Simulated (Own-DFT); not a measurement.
Simulation results for SiGe3 (diamond-structure random alloy, atoms displaced)

Computed with Own-DFT development build. A calculation, not a measurement: plane-wave density functional theory by an unreviewed code, no spin, of a simulated periodic cell, stress positive in tension, run twice, with PBE and with PBEsol, both on files made for PBE, so the change isn't that of files made for PBEsol, forces on such cells passed a denser k mesh, this cell's mesh not checked; the far tail of each file's local potential was reset to the Coulomb form; each entry is a single point on an unrelaxed cell, so the pressure reflects the starting lattice, mostly measured values (interpolated for alloys), from which strain is counted, and rises with the displacements; printed positions are rounded, which can move forces by about a meV/angstrom; the program, named Own-DFT, is a retired in-house code; no spin-orbit coupling; stress was not checked against mesh or cutoff.

SiGe3 (diamond-structure random alloy, atoms displaced)

```
CELL_PARAMETERS angstrom
11.20250 0.00000 0.00000
0.00000 11.20250 0.00000
0.00000 0.00000 11.20250
ATOMIC_POSITIONS crystal
Ge 0.00586 0.00290 0.00246
Ge 0.00167 0.24749 0.25202
Ge 0.24969 0.99594 0.24921
Ge 0.25199 0.24759 0.00277
Si 0.12370 0.12577 0.12483
Ge 0.12919 0.37425 0.38233
Ge 0.37426 0.12431 0.37598
Si 0.37860 0.37638 0.12641
Si 0.99865 0.99452 0.50050
Ge 0.00588 0.25235 0.74790
Ge 0.24921 0.99971 0.75697
Si 0.25293 0.25020 0.49962
Ge 0.12370 0.12296 0.62512
Ge 0.12786 0.37108 0.87426
Si 0.37501 0.12474 0.87357
Ge 0.37128 0.37255 0.62512
Ge 0.00129 0.50059 0.99746
Ge 0.00044 0.74510 0.24629
Ge 0.25235 0.50023 0.24697
Ge 0.24602 0.75178 0.99706
Ge 0.12670 0.62379 0.11860
Ge 0.12674 0.87633 0.37890
Ge 0.37185 0.62866 0.37168
Ge 0.37655 0.87074 0.12595
Ge 0.00323 0.50211 0.49954
Ge 0.99542 0.74813 0.74958
Si 0.24300 0.49996 0.75282
Ge 0.24899 0.75717 0.50038
Ge 0.12543 0.63059 0.62902
Si 0.12945 0.87658 0.87630
Si 0.37282 0.62074 0.87781
Si 0.37646 0.87067 0.62629
Ge 0.50283 0.99813 0.99811
Ge 0.49951 0.25493 0.24961
Ge 0.75290 0.00007 0.25768
Ge 0.75398 0.25289 0.00404
Ge 0.62722 0.12480 0.12338
Ge 0.62383 0.37663 0.37559
Ge 0.87324 0.12033 0.37545
Ge 0.87913 0.36739 0.12409
Ge 0.50401 0.99916 0.49934
Ge 0.49921 0.24723 0.74618
Ge 0.74890 0.99911 0.74744
Ge 0.75023 0.25176 0.49800
Ge 0.62933 0.11783 0.62323
Ge 0.62309 0.37582 0.87735
Ge 0.87657 0.12771 0.87597
Ge 0.87309 0.37784 0.62082
Si 0.50025 0.49527 0.99960
Si 0.49887 0.75223 0.24841
Si 0.74885 0.49783 0.24933
Ge 0.75127 0.74890 0.00158
Si 0.62241 0.62795 0.12746
Ge 0.62338 0.87057 0.37297
Ge 0.87469 0.62434 0.37704
Ge 0.87356 0.87139 0.12507
Ge 0.50438 0.50309 0.50544
Si 0.50078 0.74778 0.74433
Si 0.75167 0.49843 0.74986
Si 0.75182 0.74707 0.49895
Ge 0.62643 0.62771 0.62215
Ge 0.62503 0.87001 0.86895
Ge 0.87795 0.62527 0.87677
Ge 0.87745 0.87463 0.62541
```

* functional: PBE, then PBEsol
* potential files: PseudoDojo norm-conserving, scalar-relativistic, standard set
* wave cutoff: 42 hartree
* occupations: Fermi-Dirac
* smearing width: 0.1 eV
* k mesh: 3 x 3 x 3 centred on Gamma
* PBE pressure: 3.34 GPa
* PBE stress xx: -3.35 GPa
* PBE stress yy: -3.33 GPa
* PBE stress zz: -3.34 GPa
* PBE stress yz: -0.14 GPa
* PBE stress xz: -0.36 GPa
* PBE stress xy: -0.02 GPa
* PBEsol pressure: 0.64 GPa
* PBEsol stress xx: -0.65 GPa
* PBEsol stress yy: -0.63 GPa
* PBEsol stress zz: -0.64 GPa
* PBEsol stress yz: -0.13 GPa
* PBEsol stress xz: -0.34 GPa
* PBEsol stress xy: -0.01 GPa
* rms change of force components from PBE to PBEsol: 0.04 eV/Å

Force:
| force element | PBE force x (eV/Å) | PBE force y (eV/Å) | PBE force z (eV/Å) | PBEsol force x (eV/Å) | PBEsol force y (eV/Å) | PBEsol force z (eV/Å) |
| --- | --- | --- | --- | --- | --- | --- |
| Ge | -0.348 | -0.568 | -0.295 | -0.406 | -0.552 | -0.292 |
| Ge | 0.463 | -0.224 | 0.272 | 0.407 | -0.186 | 0.284 |
| Ge | -0.152 | 0.726 | -0.25 | -0.112 | 0.668 | -0.207 |
| Ge | 0.441 | -0.028 | 0.18 | 0.391 | 0.007 | 0.138 |
| Si | 0.565 | -0.063 | 0.469 | 0.547 | -0.062 | 0.459 |
| Ge | 0.044 | -0.11 | -0.772 | -0.004 | -0.061 | -0.781 |
| Ge | 0.026 | 0.23 | -0.137 | 0.066 | 0.186 | -0.167 |
| Si | -0.188 | 0.053 | -0.521 | -0.228 | 0.01 | -0.462 |
| Si | 0.175 | 0.661 | -0.014 | 0.171 | 0.647 | -0.011 |
| Ge | -1.013 | -0.124 | -0.158 | -0.975 | -0.128 | -0.143 |
| Ge | 0.621 | -0.256 | -0.789 | 0.572 | -0.215 | -0.803 |
| Si | -0.239 | -0.628 | 0.296 | -0.229 | -0.614 | 0.291 |
| Ge | 0.366 | -0.171 | -0.703 | 0.352 | -0.153 | -0.61 |
| Ge | 0.087 | 0.507 | 0.292 | 0.038 | 0.455 | 0.31 |
| Si | 0.304 | 0.002 | 0.405 | 0.295 | 0.002 | 0.391 |
| Ge | -0.168 | 0.75 | 0.188 | -0.088 | 0.727 | 0.187 |
| Ge | 0.025 | -0.745 | 0.121 | 0.032 | -0.716 | 0.115 |
| Ge | 0.225 | 0.306 | 0.518 | 0.211 | 0.296 | 0.496 |
| Ge | -0.147 | -0.349 | -0.036 | -0.173 | -0.296 | 0.004 |
| Ge | 0.86 | -0.245 | -0.255 | 0.835 | -0.248 | -0.169 |
| Ge | -0.069 | -0.133 | 0.551 | -0.072 | -0.124 | 0.535 |
| Ge | -0.99 | 0.029 | -0.678 | -0.908 | -0.013 | -0.69 |
| Ge | 0.686 | 0.015 | 0.42 | 0.625 | -0.016 | 0.436 |
| Ge | 0.006 | 0.261 | -0.344 | -0.04 | 0.292 | -0.363 |
| Ge | -0.077 | 0.205 | 0.358 | -0.08 | 0.199 | 0.345 |
| Ge | 0.898 | 0.848 | 0.739 | 0.845 | 0.79 | 0.685 |
| Si | 1.029 | 0.223 | -0.066 | 0.962 | 0.183 | -0.101 |
| Ge | 0.578 | -0.665 | 0.47 | 0.515 | -0.676 | 0.411 |
| Ge | 0.3 | -0.604 | -0.269 | 0.24 | -0.554 | -0.297 |
| Si | -1.121 | -0.182 | -0.217 | -1.1 | -0.177 | -0.211 |
| Si | 0.391 | 0.023 | -0.657 | 0.346 | 0.067 | -0.606 |
| Si | 0.182 | 0.729 | 0.287 | 0.131 | 0.762 | 0.231 |
| Ge | -0.441 | 0.159 | -0.31 | -0.396 | 0.126 | -0.269 |
| Ge | -0.082 | -0.591 | -0.116 | -0.043 | -0.609 | -0.069 |
| Ge | -0.742 | -0.601 | -1.244 | -0.717 | -0.579 | -1.205 |
| Ge | -0.677 | -0.52 | -0.793 | -0.646 | -0.511 | -0.766 |
| Ge | -0.003 | -0.034 | 0.538 | 0.004 | -0.029 | 0.522 |
| Ge | 0.243 | 0.353 | -0.203 | 0.204 | 0.302 | -0.159 |
| Ge | 0.979 | 0.477 | 0.838 | 0.904 | 0.492 | 0.773 |
| Ge | -0.068 | 1.573 | 0.724 | -0.046 | 1.485 | 0.67 |
| Ge | -0.858 | -0.606 | 0.211 | -0.793 | -0.553 | 0.173 |
| Ge | 0.1 | -0.277 | 0.456 | 0.126 | -0.237 | 0.411 |
| Ge | 0.727 | -0.136 | 0.702 | 0.698 | -0.132 | 0.673 |
| Ge | -0.117 | -0.417 | 0.059 | -0.113 | -0.408 | 0.057 |
| Ge | -0.307 | 1.099 | -0.153 | -0.297 | 1.06 | -0.151 |
| Ge | 0.42 | -0.033 | -0.519 | 0.418 | -0.102 | -0.508 |
| Ge | 0.102 | -0.193 | -0.313 | 0.1 | -0.182 | -0.298 |
| Ge | 0.343 | -0.015 | 0.648 | 0.372 | -0.047 | 0.587 |
| Si | -0.335 | 1.055 | 0.562 | -0.278 | 0.994 | 0.51 |
| Si | 0.24 | -0.7 | 0.005 | 0.188 | -0.634 | 0.048 |
| Si | 0.097 | 0.33 | -0.308 | 0.136 | 0.284 | -0.264 |
| Ge | -0.688 | -0.335 | -0.13 | -0.62 | -0.284 | -0.158 |
| Si | -0.032 | -0.788 | -0.085 | 0.01 | -0.74 | -0.125 |
| Ge | 0.347 | -0.289 | 0.28 | 0.345 | -0.199 | 0.28 |
| Ge | -0.356 | -0.287 | -0.599 | -0.269 | -0.287 | -0.581 |
| Ge | 0.433 | 0.818 | 0.191 | 0.422 | 0.785 | 0.188 |
| Ge | -1.084 | -0.31 | -0.752 | -1.042 | -0.304 | -0.73 |
| Si | -0.801 | -0.377 | 0.656 | -0.703 | -0.381 | 0.65 |
| Si | -0.3 | 0.397 | 0.14 | -0.292 | 0.386 | 0.135 |
| Si | -0.043 | 0.541 | 0.027 | -0.042 | 0.53 | 0.027 |
| Ge | 0.792 | 0.015 | 0.878 | 0.732 | -0.033 | 0.81 |
| Ge | -0.182 | -0.092 | 0.184 | -0.132 | -0.044 | 0.213 |
| Ge | -0.872 | -0.54 | -0.351 | -0.805 | -0.49 | -0.312 |
| Ge | -0.598 | -0.151 | -0.628 | -0.589 | -0.158 | -0.536 |
